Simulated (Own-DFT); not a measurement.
GaP (zincblende, atoms displaced) (calculated)

Computed with Own-DFT development build. A calculation, not a measurement: plane-wave PBE density functional theory by an unreviewed code, no spin, of a simulated periodic cell, stress positive in tension, free energy of the whole cell less one offset for each atom, forces on such cells passed a denser k mesh, this cell's mesh not checked; offsets are fitted by least squares, one for each functional and potential file, so energies compare only between cells with the same atoms and settings and are not formation energies; the far tail of each file's local potential was reset to the Coulomb form; each entry is a single point on an unrelaxed cell, so the pressure reflects the starting lattice, mostly measured values (interpolated for alloys), from which strain is counted, and rises with the displacements; printed positions are rounded, which can move forces by about a meV/angstrom; the program, named Own-DFT, is a retired in-house code; no spin-orbit coupling.

Common to all runs: functional PBE; potential files PseudoDojo norm-conserving, scalar-relativistic, standard set; wave cutoff 42 hartree; occupations Fermi-Dirac; smearing width 0.1 eV; hardware one NVIDIA H100; k mesh 3 x 3 x 3 centred on Gamma.

(1) 
```cif
# cell vector a (Å): 10.9010 0.0000 0.0000
# cell vector b (Å): 0.0000 10.9010 0.0000
# cell vector c (Å): 0.0000 0.0000 10.9010
data_GaP
_symmetry_space_group_name_H-M 'P 1'
_symmetry_Int_Tables_number 1
_cell_length_a 10.9010
_cell_length_b 10.9010
_cell_length_c 10.9010
_cell_angle_alpha 90.000
_cell_angle_beta 90.000
_cell_angle_gamma 90.000
_cell_volume 1295.39
loop_
_atom_site_label
_atom_site_type_symbol
_atom_site_fract_x
_atom_site_fract_y
_atom_site_fract_z
_atom_site_occupancy
Ga1 Ga 0.00111 0.00062 0.00669 1
Ga2 Ga 0.01041 0.24258 0.25279 1
Ga3 Ga 0.25377 0.00325 0.23868 1
Ga4 Ga 0.25023 0.25178 0.99817 1
P1 P 0.12683 0.12466 0.13109 1
P2 P 0.12597 0.37661 0.37686 1
P3 P 0.37224 0.12379 0.38108 1
P4 P 0.37105 0.38280 0.11323 1
Ga5 Ga 0.00418 0.99184 0.49778 1
Ga6 Ga 0.99794 0.24774 0.74412 1
Ga7 Ga 0.25884 0.99545 0.75023 1
Ga8 Ga 0.24952 0.25067 0.50389 1
P5 P 0.12546 0.13347 0.62026 1
P6 P 0.13224 0.37704 0.88124 1
P7 P 0.38561 0.12177 0.87746 1
P8 P 0.37665 0.37277 0.62581 1
Ga9 Ga 0.99613 0.49719 0.00378 1
Ga10 Ga 0.00499 0.75413 0.24698 1
Ga11 Ga 0.24694 0.50598 0.24443 1
Ga12 Ga 0.24707 0.75243 0.99258 1
P9 P 0.12000 0.63250 0.12031 1
P10 P 0.12103 0.86787 0.37673 1
P11 P 0.37346 0.61964 0.37124 1
P12 P 0.37389 0.88068 0.12518 1
Ga13 Ga 0.00939 0.50208 0.49449 1
Ga14 Ga 0.99604 0.74439 0.75592 1
Ga15 Ga 0.25211 0.49884 0.74751 1
Ga16 Ga 0.25480 0.75346 0.49243 1
P13 P 0.12246 0.62590 0.62936 1
P14 P 0.12424 0.87437 0.85884 1
P15 P 0.37372 0.62373 0.86491 1
P16 P 0.37114 0.87017 0.62711 1
Ga17 Ga 0.49637 0.00132 0.99343 1
Ga18 Ga 0.49505 0.24546 0.24818 1
Ga19 Ga 0.74552 0.99794 0.25946 1
Ga20 Ga 0.75386 0.24883 0.99791 1
P17 P 0.62258 0.12742 0.12930 1
P18 P 0.61926 0.37607 0.37119 1
P19 P 0.87817 0.12160 0.36722 1
P20 P 0.87242 0.37636 0.12349 1
Ga21 Ga 0.49739 0.00509 0.49218 1
Ga22 Ga 0.50620 0.24948 0.76340 1
Ga23 Ga 0.75355 0.00109 0.74692 1
Ga24 Ga 0.74234 0.24978 0.49640 1
P21 P 0.62382 0.12543 0.62104 1
P22 P 0.62991 0.37351 0.86771 1
P23 P 0.88176 0.12225 0.86761 1
P24 P 0.87552 0.36881 0.62643 1
Ga25 Ga 0.49925 0.49324 0.00522 1
Ga26 Ga 0.50073 0.74823 0.25269 1
Ga27 Ga 0.75040 0.49631 0.25487 1
Ga28 Ga 0.74710 0.75765 0.00479 1
P25 P 0.62783 0.63209 0.12186 1
P26 P 0.62014 0.87541 0.37113 1
P27 P 0.87094 0.62986 0.37609 1
P28 P 0.87092 0.87411 0.12059 1
Ga29 Ga 0.50705 0.49601 0.50418 1
Ga30 Ga 0.50275 0.74993 0.75601 1
Ga31 Ga 0.74431 0.49527 0.75131 1
Ga32 Ga 0.75135 0.74889 0.51053 1
P29 P 0.63047 0.62305 0.62568 1
P30 P 0.63332 0.87737 0.87201 1
P31 P 0.86855 0.62956 0.87315 1
P32 P 0.86948 0.87644 0.62648 1
_calc_free_energy_of_cell_above_offsets '-32.960'  # eV
_calc_pressure 3.37  # GPa
_calc_stress_xx -3.48  # GPa
_calc_stress_yy -3.46  # GPa
_calc_stress_zz -3.18  # GPa
_calc_stress_yz -0.15  # GPa
_calc_stress_xz 0.44  # GPa
_calc_stress_xy -0.66  # GPa
_calc_wall_time 555.8  # s
```

Force:
```
element  x (eV/Å)  y (eV/Å)  z (eV/Å)
     Ga     0.108    -0.295    -1.016
     Ga    -1.152     1.217     0.072
     Ga     -0.26     -0.39     1.847
     Ga     0.241    -0.792     0.062
      P     0.282     0.206    -1.471
      P     0.683    -0.311    -0.825
      P    -0.688     0.569     -1.23
      P    -0.386    -1.323     1.974
     Ga    -0.602     0.883     0.426
     Ga      0.75     0.541     0.722
     Ga    -0.614     1.134    -0.415
     Ga     0.352     0.507    -0.468
      P     0.074    -1.701     0.593
      P     -1.21     -0.09     -1.03
      P    -1.908     0.776    -0.583
      P     0.401    -0.165     0.404
     Ga     0.087     0.643    -0.675
     Ga    -1.296    -0.351     0.032
     Ga    -0.302    -0.297    -0.167
     Ga     0.305      0.13    -0.127
      P      0.41    -0.564      -0.1
      P       1.1     0.988    -0.758
      P     0.586     0.217     0.566
      P     0.468    -1.209    -0.783
     Ga    -1.338     0.301     0.831
     Ga    -0.235     0.333    -1.044
     Ga    -0.397    -0.097    -0.243
     Ga    -0.406    -0.892     0.713
      P     0.513     0.032    -0.694
      P    -0.123     0.548     1.815
      P     0.472    -0.056      1.51
      P     1.315     0.302    -0.777
     Ga     1.493    -0.848     1.292
     Ga    -0.477     0.742     0.002
     Ga     0.382     0.199    -1.277
     Ga    -0.111    -0.332    -0.108
      P     0.391    -0.538    -0.797
      P     0.151    -0.462    -0.051
      P    -0.183     0.126     1.178
      P     0.473     -0.72     0.727
     Ga     0.302    -1.033     1.194
     Ga    -0.494    -0.284    -1.849
     Ga     -0.42     0.487    -0.113
     Ga     0.935    -0.016    -0.146
      P    -0.246    -0.174     0.529
      P    -0.362      0.11     2.044
      P    -0.348     0.069     1.082
      P     -0.37     1.009    -0.889
     Ga     1.093     1.533    -1.551
     Ga    -0.444    -0.026    -0.585
     Ga    -0.047      0.74    -0.437
     Ga     0.215    -0.656    -0.949
      P    -0.535    -1.142     0.541
      P     0.267    -0.516      1.26
      P     0.684    -0.322    -0.168
      P     0.566     0.758       1.2
     Ga    -0.705     0.412    -0.139
     Ga     0.222     0.039    -0.679
     Ga     1.426     0.582    -0.719
     Ga    -0.296      0.33    -1.152
      P    -0.921     0.091     0.329
      P     -0.95     0.236     0.255
      P    -0.167    -0.948     0.853
      P     1.243    -0.241    -0.035
```

(2) 
```cif
# cell vector a (Å): 10.9010 0.0000 0.0000
# cell vector b (Å): 0.0000 10.9010 0.0000
# cell vector c (Å): 0.0000 0.0000 10.9010
data_GaP
_symmetry_space_group_name_H-M 'P 1'
_symmetry_Int_Tables_number 1
_cell_length_a 10.9010
_cell_length_b 10.9010
_cell_length_c 10.9010
_cell_angle_alpha 90.000
_cell_angle_beta 90.000
_cell_angle_gamma 90.000
_cell_volume 1295.39
loop_
_atom_site_label
_atom_site_type_symbol
_atom_site_fract_x
_atom_site_fract_y
_atom_site_fract_z
_atom_site_occupancy
Ga1 Ga 0.00287 0.98864 0.00917 1
Ga2 Ga 0.00210 0.25497 0.25217 1
Ga3 Ga 0.25328 0.00300 0.24554 1
Ga4 Ga 0.25023 0.24631 0.00117 1
P1 P 0.11917 0.12520 0.12270 1
P2 P 0.12752 0.37852 0.37125 1
P3 P 0.37263 0.13202 0.37634 1
P4 P 0.37526 0.38422 0.12793 1
Ga5 Ga 0.99431 0.99790 0.50834 1
Ga6 Ga 0.99981 0.24998 0.75488 1
Ga7 Ga 0.23913 0.99711 0.74843 1
Ga8 Ga 0.24359 0.24589 0.50501 1
P5 P 0.11634 0.12580 0.62364 1
P6 P 0.12862 0.36829 0.87419 1
P7 P 0.37360 0.13289 0.87863 1
P8 P 0.37032 0.37301 0.62956 1
Ga9 Ga 0.99562 0.50140 0.99833 1
Ga10 Ga 0.00819 0.75654 0.25566 1
Ga11 Ga 0.24623 0.50053 0.25380 1
Ga12 Ga 0.24703 0.75263 0.00102 1
P9 P 0.12582 0.62909 0.12671 1
P10 P 0.12517 0.87431 0.37958 1
P11 P 0.37872 0.62129 0.37808 1
P12 P 0.37866 0.87224 0.12776 1
Ga13 Ga 0.99501 0.48904 0.49788 1
Ga14 Ga 0.99345 0.75654 0.74552 1
Ga15 Ga 0.25450 0.49225 0.74887 1
Ga16 Ga 0.24928 0.74556 0.50572 1
P13 P 0.12893 0.62764 0.62304 1
P14 P 0.12130 0.87631 0.87190 1
P15 P 0.37442 0.62516 0.87503 1
P16 P 0.37747 0.87665 0.62885 1
Ga17 Ga 0.49185 0.00129 0.00485 1
Ga18 Ga 0.49584 0.24511 0.25246 1
Ga19 Ga 0.74158 0.99373 0.25100 1
Ga20 Ga 0.75660 0.24567 0.00033 1
P17 P 0.62853 0.12014 0.12755 1
P18 P 0.61629 0.36570 0.37574 1
P19 P 0.86882 0.12950 0.37258 1
P20 P 0.88083 0.38098 0.12209 1
Ga21 Ga 0.50145 0.99783 0.49810 1
Ga22 Ga 0.49241 0.25356 0.74915 1
Ga23 Ga 0.75241 0.00339 0.75085 1
Ga24 Ga 0.74864 0.25426 0.50282 1
P21 P 0.62501 0.12489 0.62793 1
P22 P 0.62174 0.37365 0.87645 1
P23 P 0.87697 0.12850 0.87410 1
P24 P 0.87628 0.37979 0.62903 1
Ga25 Ga 0.50348 0.49296 0.00094 1
Ga26 Ga 0.49897 0.75012 0.25468 1
Ga27 Ga 0.74620 0.49832 0.25634 1
Ga28 Ga 0.74747 0.75339 0.00229 1
P25 P 0.62396 0.62860 0.12123 1
P26 P 0.62376 0.87495 0.37033 1
P27 P 0.87430 0.62498 0.37309 1
P28 P 0.87470 0.87253 0.11889 1
Ga29 Ga 0.50047 0.49595 0.49646 1
Ga30 Ga 0.50131 0.74988 0.75105 1
Ga31 Ga 0.75055 0.50196 0.75198 1
Ga32 Ga 0.75603 0.75537 0.50049 1
P29 P 0.62177 0.63208 0.61894 1
P30 P 0.62499 0.87024 0.87310 1
P31 P 0.87277 0.63625 0.88221 1
P32 P 0.87660 0.88113 0.62392 1
_calc_free_energy_of_cell_above_offsets '-33.898'  # eV
_calc_pressure 3.12  # GPa
_calc_stress_xx -3.14  # GPa
_calc_stress_yy -3.05  # GPa
_calc_stress_zz -3.16  # GPa
_calc_stress_yz 0.32  # GPa
_calc_stress_xz 0.87  # GPa
_calc_stress_xy -0.66  # GPa
_calc_wall_time 524.8  # s
```

Force:
```
element  x (eV/Å)  y (eV/Å)  z (eV/Å)
     Ga    -0.153     1.208    -1.172
     Ga    -0.395    -0.372    -0.314
     Ga    -0.442    -0.061     0.472
     Ga    -0.053     0.724     0.689
      P     0.544    -0.032     0.507
      P    -0.273    -0.831     0.938
      P    -0.245    -1.124     0.362
      P    -0.329    -1.298     0.086
     Ga     0.518     0.895     -1.85
     Ga    -0.055     0.265    -0.442
     Ga     1.074     0.795    -0.002
     Ga     0.205     0.577    -0.372
      P     0.282    -0.119     0.415
      P    -0.393     0.955     0.339
      P    -0.167    -1.358      -0.6
      P     0.492    -0.103    -1.445
     Ga     1.029     0.484    -0.433
     Ga    -0.946    -0.649    -0.654
     Ga     0.669     0.854    -0.545
     Ga     0.361    -0.204    -0.315
      P     -0.25    -0.386    -0.087
      P     0.615     0.889       0.3
      P    -0.718     0.416    -0.156
      P    -0.733     0.103    -0.065
     Ga     0.624     1.479    -0.088
     Ga     0.663    -0.914     0.307
     Ga    -0.844     1.267     0.652
     Ga     0.825     0.656    -0.596
      P    -1.219    -1.178     0.748
      P     0.013    -0.444     0.475
      P     0.081    -0.291     0.192
      P    -0.474     0.052    -0.304
     Ga     0.908     0.034    -0.702
     Ga     0.128     0.323    -1.071
     Ga     1.365     0.542    -0.439
     Ga    -0.568     0.581     0.288
      P    -0.662     0.636    -0.454
      P     0.927     0.722     0.009
      P     0.418    -0.537     0.271
      P    -1.023    -0.668     0.758
     Ga    -0.212     0.478     0.171
     Ga     0.876    -0.473     0.269
     Ga    -0.426    -0.131      0.35
     Ga     0.032    -0.289     0.184
      P    -0.305     0.217    -0.211
      P     0.787    -0.398    -0.347
      P     0.286    -1.121     0.484
      P    -0.349    -0.757     0.189
     Ga    -0.343     1.164    -0.123
     Ga     0.121    -0.666    -0.424
     Ga     -0.21     0.063    -0.675
     Ga     -0.35    -0.052    -0.082
      P    -0.075    -0.557     0.794
      P    -0.006    -0.442     1.083
      P      0.31     0.105     0.302
      P    -0.302    -0.087     1.746
     Ga    -0.041      0.04     0.701
     Ga    -0.336    -0.245    -0.025
     Ga    -0.432     0.733     0.177
     Ga    -0.457    -0.375    -0.361
      P     0.514    -0.778     0.287
      P    -0.073     1.143     0.342
      P     0.268    -0.936      -1.1
      P    -1.077    -0.524     0.565
```

(3) 
```cif
# cell vector a (Å): 10.9010 0.0000 0.0000
# cell vector b (Å): 0.0000 10.9010 0.0000
# cell vector c (Å): 0.0000 0.0000 10.9010
data_GaP
_symmetry_space_group_name_H-M 'P 1'
_symmetry_Int_Tables_number 1
_cell_length_a 10.9010
_cell_length_b 10.9010
_cell_length_c 10.9010
_cell_angle_alpha 90.000
_cell_angle_beta 90.000
_cell_angle_gamma 90.000
_cell_volume 1295.39
loop_
_atom_site_label
_atom_site_type_symbol
_atom_site_fract_x
_atom_site_fract_y
_atom_site_fract_z
_atom_site_occupancy
Ga1 Ga 0.00555 0.99292 0.99662 1
Ga2 Ga 0.00193 0.25244 0.24699 1
Ga3 Ga 0.24555 0.99517 0.24724 1
Ga4 Ga 0.25243 0.24573 0.99402 1
P1 P 0.13209 0.12695 0.13239 1
P2 P 0.11894 0.37306 0.37617 1
P3 P 0.36948 0.12125 0.37529 1
P4 P 0.37955 0.37475 0.12680 1
Ga5 Ga 0.99706 0.00398 0.50823 1
Ga6 Ga 0.99561 0.24678 0.75338 1
Ga7 Ga 0.24456 0.00362 0.74400 1
Ga8 Ga 0.25737 0.24889 0.50146 1
P5 P 0.12709 0.12551 0.62314 1
P6 P 0.11879 0.37245 0.87479 1
P7 P 0.36737 0.12241 0.87978 1
P8 P 0.37432 0.38150 0.61984 1
Ga9 Ga 0.99646 0.50294 0.99917 1
Ga10 Ga 0.99978 0.74480 0.24259 1
Ga11 Ga 0.24255 0.49787 0.25255 1
Ga12 Ga 0.24651 0.74881 0.00179 1
P9 P 0.12936 0.62303 0.12448 1
P10 P 0.13033 0.87482 0.37366 1
P11 P 0.37164 0.62469 0.36711 1
P12 P 0.38285 0.86577 0.12818 1
Ga13 Ga 0.99748 0.48910 0.49107 1
Ga14 Ga 0.99628 0.75093 0.75350 1
Ga15 Ga 0.24945 0.49769 0.74591 1
Ga16 Ga 0.25347 0.76261 0.49669 1
P13 P 0.12036 0.63367 0.62014 1
P14 P 0.12843 0.87519 0.87618 1
P15 P 0.37053 0.61510 0.87790 1
P16 P 0.36946 0.87313 0.62473 1
Ga17 Ga 0.49595 0.98538 0.99584 1
Ga18 Ga 0.49357 0.24688 0.26094 1
Ga19 Ga 0.75078 0.99923 0.25546 1
Ga20 Ga 0.75006 0.24764 0.00050 1
P17 P 0.62880 0.13593 0.12629 1
P18 P 0.62681 0.37535 0.37475 1
P19 P 0.87321 0.12994 0.37372 1
P20 P 0.87576 0.37659 0.12479 1
Ga21 Ga 0.50378 0.00436 0.49658 1
Ga22 Ga 0.50452 0.24425 0.75028 1
Ga23 Ga 0.75080 0.00572 0.75711 1
Ga24 Ga 0.74926 0.24936 0.49897 1
P21 P 0.62850 0.12845 0.61860 1
P22 P 0.63207 0.37443 0.88104 1
P23 P 0.87991 0.13237 0.87450 1
P24 P 0.87158 0.37770 0.62192 1
Ga25 Ga 0.50018 0.49763 0.00904 1
Ga26 Ga 0.49167 0.74015 0.25435 1
Ga27 Ga 0.75060 0.49778 0.24899 1
Ga28 Ga 0.75297 0.75289 0.99905 1
P25 P 0.62662 0.62818 0.12457 1
P26 P 0.63235 0.87721 0.37406 1
P27 P 0.86868 0.62278 0.37285 1
P28 P 0.87550 0.87558 0.13081 1
Ga29 Ga 0.50156 0.49893 0.50374 1
Ga30 Ga 0.50566 0.74768 0.75102 1
Ga31 Ga 0.74919 0.49240 0.74492 1
Ga32 Ga 0.74661 0.75544 0.50054 1
P29 P 0.62131 0.62218 0.62064 1
P30 P 0.62848 0.87822 0.87565 1
P31 P 0.87939 0.62700 0.87922 1
P32 P 0.87297 0.87085 0.62544 1
_calc_free_energy_of_cell_above_offsets '-33.446'  # eV
_calc_pressure 3.25  # GPa
_calc_stress_xx -3.24  # GPa
_calc_stress_yy -3.2  # GPa
_calc_stress_zz -3.3  # GPa
_calc_stress_yz 0.39  # GPa
_calc_stress_xz 0.67  # GPa
_calc_stress_xy -0.14  # GPa
_calc_wall_time 518.9  # s
```

Force:
```
element  x (eV/Å)  y (eV/Å)  z (eV/Å)
     Ga    -0.414     0.977       0.9
     Ga    -0.347    -0.271     0.032
     Ga     0.905    -0.181    -0.022
     Ga    -0.626     1.137     1.157
      P    -0.713    -0.113     -1.26
      P     1.311    -0.716    -0.233
      P     0.225    -0.353    -0.035
      P    -1.053    -0.562     0.411
     Ga     0.043    -0.411    -1.064
     Ga     0.704     0.922    -1.251
     Ga      0.53    -0.465     0.621
     Ga    -0.696      0.33    -0.204
      P    -0.549      0.75     0.155
      P     0.591     0.246    -0.066
      P     1.333    -0.797     -1.25
      P      0.29    -1.108     0.849
     Ga      0.63    -0.391     0.395
     Ga     0.149     0.036     0.969
     Ga     0.581    -0.354    -0.335
     Ga     0.821    -0.138    -0.199
      P    -0.732    -0.165    -0.194
      P    -1.654     0.209    -0.094
      P    -0.512    -0.788     1.924
      P    -1.187     0.638    -0.241
     Ga    -0.415     1.825     0.962
     Ga     0.532     -0.03    -0.228
     Ga    -0.923      0.46     0.005
     Ga    -0.327    -1.602    -0.137
      P     0.318    -0.877    -0.145
      P     -0.02     -0.24    -0.621
      P     0.624      0.79    -0.081
      P      1.57      0.81     0.568
     Ga     0.249     1.553     0.753
     Ga     0.604     0.427    -0.756
     Ga      0.11     0.883    -0.883
     Ga      0.66     0.453     0.139
      P    -0.988    -1.781     0.368
      P    -0.469    -0.043       0.2
      P     0.606    -0.423     0.256
      P      0.03    -0.199     -0.21
     Ga    -0.357    -0.658     0.273
     Ga    -0.441     0.637     0.294
     Ga     0.254    -0.017    -0.879
     Ga     0.258     0.594    -0.295
      P    -0.262    -0.631     0.926
      P     -0.96     0.063    -0.613
      P    -0.589    -1.488     0.957
      P     0.645    -0.947     0.089
     Ga     0.392     0.355    -0.675
     Ga     1.873     0.775    -0.428
     Ga    -0.331     0.211    -0.241
     Ga    -0.012    -0.094      0.41
      P    -0.011    -0.159     0.128
      P    -1.627    -0.482    -0.005
      P     0.609      0.34      0.25
      P     0.078     0.268    -0.761
     Ga    -0.259     0.216    -1.375
     Ga    -0.889    -0.161     0.163
     Ga    -0.098     1.052     0.688
     Ga     0.274    -0.892    -0.066
      P     0.784     0.538     0.632
      P     0.014    -0.568    -0.425
      P    -1.069    -0.214    -0.812
      P    -0.066     0.825     0.611
```

(4) 
```cif
# cell vector a (Å): 10.9010 0.0000 0.0000
# cell vector b (Å): 0.0000 10.9010 0.0000
# cell vector c (Å): 0.0000 0.0000 10.9010
data_GaP
_symmetry_space_group_name_H-M 'P 1'
_symmetry_Int_Tables_number 1
_cell_length_a 10.9010
_cell_length_b 10.9010
_cell_length_c 10.9010
_cell_angle_alpha 90.000
_cell_angle_beta 90.000
_cell_angle_gamma 90.000
_cell_volume 1295.39
loop_
_atom_site_label
_atom_site_type_symbol
_atom_site_fract_x
_atom_site_fract_y
_atom_site_fract_z
_atom_site_occupancy
Ga1 Ga 0.00239 0.99733 0.00117 1
Ga2 Ga 0.99681 0.24943 0.25479 1
Ga3 Ga 0.24449 0.99817 0.25170 1
Ga4 Ga 0.24478 0.25892 0.99706 1
P1 P 0.12505 0.12028 0.12481 1
P2 P 0.12862 0.37268 0.37319 1
P3 P 0.37828 0.12420 0.39081 1
P4 P 0.37562 0.37220 0.12560 1
Ga5 Ga 0.99838 0.99847 0.50109 1
Ga6 Ga 0.00258 0.25293 0.74536 1
Ga7 Ga 0.24798 0.00176 0.75223 1
Ga8 Ga 0.24850 0.25309 0.50864 1
P5 P 0.12294 0.12668 0.62734 1
P6 P 0.12708 0.38170 0.86688 1
P7 P 0.36946 0.12796 0.87839 1
P8 P 0.36929 0.37121 0.62193 1
Ga9 Ga 0.99417 0.49767 0.00017 1
Ga10 Ga 0.00365 0.75157 0.24665 1
Ga11 Ga 0.25182 0.50052 0.25004 1
Ga12 Ga 0.24812 0.75195 0.00110 1
P9 P 0.12361 0.62289 0.11978 1
P10 P 0.13073 0.87837 0.37023 1
P11 P 0.37546 0.63006 0.36756 1
P12 P 0.38394 0.87075 0.13700 1
Ga13 Ga 0.00095 0.50267 0.49961 1
Ga14 Ga 0.00117 0.75298 0.75079 1
Ga15 Ga 0.25519 0.49822 0.75374 1
Ga16 Ga 0.24638 0.75214 0.50292 1
P13 P 0.12668 0.62112 0.60852 1
P14 P 0.13047 0.87414 0.87645 1
P15 P 0.38208 0.62442 0.87441 1
P16 P 0.36903 0.88201 0.62814 1
Ga17 Ga 0.50124 0.99873 0.99854 1
Ga18 Ga 0.49684 0.25001 0.25253 1
Ga19 Ga 0.75115 0.99561 0.24618 1
Ga20 Ga 0.74953 0.24716 0.99406 1
P17 P 0.62680 0.12594 0.12820 1
P18 P 0.63001 0.36787 0.38047 1
P19 P 0.87406 0.12637 0.38369 1
P20 P 0.87719 0.37486 0.11937 1
Ga21 Ga 0.49850 0.99906 0.50359 1
Ga22 Ga 0.50626 0.25467 0.74538 1
Ga23 Ga 0.75677 0.99965 0.74917 1
Ga24 Ga 0.75679 0.25770 0.49950 1
P21 P 0.62421 0.11697 0.62822 1
P22 P 0.61583 0.37293 0.87991 1
P23 P 0.87839 0.12773 0.87165 1
P24 P 0.87987 0.37589 0.62639 1
Ga25 Ga 0.50749 0.49576 0.00132 1
Ga26 Ga 0.50128 0.74612 0.24636 1
Ga27 Ga 0.74090 0.49240 0.24567 1
Ga28 Ga 0.75375 0.74758 0.00521 1
P25 P 0.62321 0.62568 0.12643 1
P26 P 0.62478 0.87745 0.37810 1
P27 P 0.87652 0.62614 0.37444 1
P28 P 0.87823 0.87679 0.12684 1
Ga29 Ga 0.49084 0.50680 0.49664 1
Ga30 Ga 0.49859 0.75089 0.74337 1
Ga31 Ga 0.74301 0.49340 0.75223 1
Ga32 Ga 0.74804 0.74338 0.49608 1
P29 P 0.62381 0.63508 0.62097 1
P30 P 0.62286 0.87531 0.87337 1
P31 P 0.86080 0.62513 0.87327 1
P32 P 0.87347 0.87761 0.62313 1
_calc_free_energy_of_cell_above_offsets '-33.738'  # eV
_calc_pressure 3.12  # GPa
_calc_stress_xx -3.12  # GPa
_calc_stress_yy -3.17  # GPa
_calc_stress_zz -3.08  # GPa
_calc_stress_yz 0.19  # GPa
_calc_stress_xz 0.16  # GPa
_calc_stress_xy 0.06  # GPa
_calc_wall_time 534.6  # s
```

Force:
```
element  x (eV/Å)  y (eV/Å)  z (eV/Å)
     Ga    -0.133     0.298    -0.419
     Ga     0.209    -0.288    -0.384
     Ga     1.676     0.814    -0.167
     Ga     0.048    -0.723     0.259
      P     -0.08     0.987     0.018
      P    -0.323     0.236     0.259
      P    -0.936     0.433    -1.577
      P    -0.024     0.472    -0.039
     Ga      0.51     0.109    -0.165
     Ga     0.026    -0.164     0.559
     Ga    -0.004     0.568     0.209
     Ga    -0.481    -0.825     -0.99
      P     0.077    -0.501    -0.254
      P    -0.944    -0.329     0.869
      P     0.625     0.137     -0.29
      P     1.275     1.127     0.758
     Ga     0.349     0.685    -0.916
     Ga     0.053    -0.254     0.393
     Ga    -0.174    -0.024    -0.291
     Ga      1.09    -0.305     0.348
      P     0.046    -0.063     0.298
      P    -1.239    -0.718     1.009
      P     -0.56    -0.098     0.696
      P    -1.379     1.036    -1.581
     Ga    -0.413    -0.732    -0.915
     Ga    -0.152    -0.587    -0.409
     Ga      0.18      0.88    -0.933
     Ga     0.771     0.461    -0.758
      P     0.191     0.405     2.532
      P     -0.69     0.045    -0.183
      P    -0.385      0.09     0.265
      P     0.259    -0.854    -0.287
     Ga    -0.288     0.242     0.365
     Ga     0.207    -0.538     0.491
     Ga    -0.154     0.678     0.837
     Ga     0.057     -0.02     0.515
      P    -0.176     -0.07    -0.413
      P    -1.286     1.123     -0.52
      P    -0.013    -0.406    -1.038
      P    -0.701    -0.649      0.69
     Ga     0.336    -0.349     0.162
     Ga    -1.005    -0.972     0.017
     Ga    -0.591    -0.005     0.416
     Ga    -0.362    -1.145      0.99
      P     0.691     1.139    -0.242
      P     1.308    -0.372    -0.768
      P     0.235    -0.268     0.217
      P    -0.535     0.599     0.043
     Ga     -1.22     0.803     0.546
     Ga     0.789      0.26     1.053
     Ga     0.892     0.358     0.411
     Ga    -0.722     0.685    -0.209
      P     0.461    -0.381    -0.269
      P    -0.011    -0.535    -0.449
      P    -0.228    -0.481    -0.727
      P    -0.088    -0.392    -0.352
     Ga     0.708    -0.509     0.191
     Ga    -0.188     0.514     0.545
     Ga    -0.174     0.432    -0.497
     Ga     0.552     1.043    -0.168
      P    -0.296    -1.763     0.331
      P     0.619     -0.24     0.127
      P     1.493    -0.224     -0.14
      P     0.221    -0.878    -0.069
```
